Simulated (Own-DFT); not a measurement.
# Which way do the neighbours of a vacancy move? 2H SiC, 71 atoms (C35Si36), with one C vacancy

These are calculations, not measurements. The program, named Own-DFT, is a retired in-house plane-wave density functional code that no person has reviewed. Each row is one single-point run on a periodic cell that was not relaxed, without spin or spin-orbit coupling.

Settings of every run: PBE; PseudoDojo norm-conserving scalar-relativistic files; cutoff 42 hartree; 4 x 4 x 3 k mesh centred on Gamma; Fermi-Dirac smearing of 0.1 eV.

Known limits: not probed for a lower state with spin; forces on such cells moved up to 12 meV/angstrom on a denser k mesh; stress not checked against mesh or cutoff.

Cell vectors in Å: (9.248, 0.000, 0.000); (-4.624, 8.009, 0.000); (0.000, 0.000, 10.068). Every atom was also moved at random, by a Gaussian of width 0.03 Å on each axis. The defect's site can differ from row to row. The empty site has 4 nearest neighbours, all Si. For each, d is its distance from the empty site and R the part of its force along the line away from it, positive outwards. The last column is the rms force component on atoms over 4.5 Å away.

| run | d1 (Å) | d2 (Å) | d3 (Å) | d4 (Å) | R1 (eV/Å) | R2 (eV/Å) | R3 (eV/Å) | R4 (eV/Å) | far F (eV/Å) |
|---|---|---|---|---|---|---|---|---|---|
| 1 | 1.805 | 1.833 | 1.845 | 1.881 | 0.36 | 0.27 | -0.15 | -0.20 | 0.74 |
| 2 | 1.868 | 1.875 | 1.876 | 1.882 | -0.44 | -0.28 | 0.34 | -0.73 | 0.80 |
| 3 | 1.829 | 1.890 | 1.891 | 1.902 | 0.15 | -0.47 | -0.15 | -0.17 | 0.76 |
| 4 | 1.849 | 1.876 | 1.938 | 1.944 | -0.21 | -0.55 | -1.21 | -0.87 | 0.80 |
| 5 | 1.872 | 1.883 | 1.888 | 1.911 | -0.01 | -0.44 | -0.46 | -0.73 | 0.99 |
| 6 | 1.883 | 1.886 | 1.896 | 1.912 | -0.79 | -0.55 | -0.22 | -1.24 | 0.73 |
| 7 | 1.870 | 1.877 | 1.889 | 1.917 | -0.16 | -0.60 | -0.16 | -0.60 | 0.78 |
| 8 | 1.870 | 1.887 | 1.899 | 1.942 | -0.22 | -0.69 | -0.72 | -0.61 | 0.93 |
| 9 | 1.877 | 1.911 | 1.916 | 1.926 | ? | ? | ? | ? | ? |

## Worked fit

A straight line through the 32 neighbours shown gives R = -0.39 - 9.5 (d - 1.883) eV/Å, with a scatter of 0.27 left by the moves of the other atoms. The slope, with an error of 1.6, is the pull back towards the neighbour's own site. The constant, -0.39 ± 0.05 eV/Å, is the force at the mean distance: with one bond gone, the neighbours are pushed inwards, towards the empty site. It shows how a relaxation would start, not where it would end, and it depends somewhat on the width of the random moves.

## Withheld run

Question: what mean R should the neighbours of run 9 feel? Their mean d is 1.907 Å.

The line gives -0.62 ± 0.12 eV/Å, by the scatter of the means of the runs shown. The calculation gave R = -0.59, -0.80, -0.53, -0.75, a mean of -0.67 eV/Å.
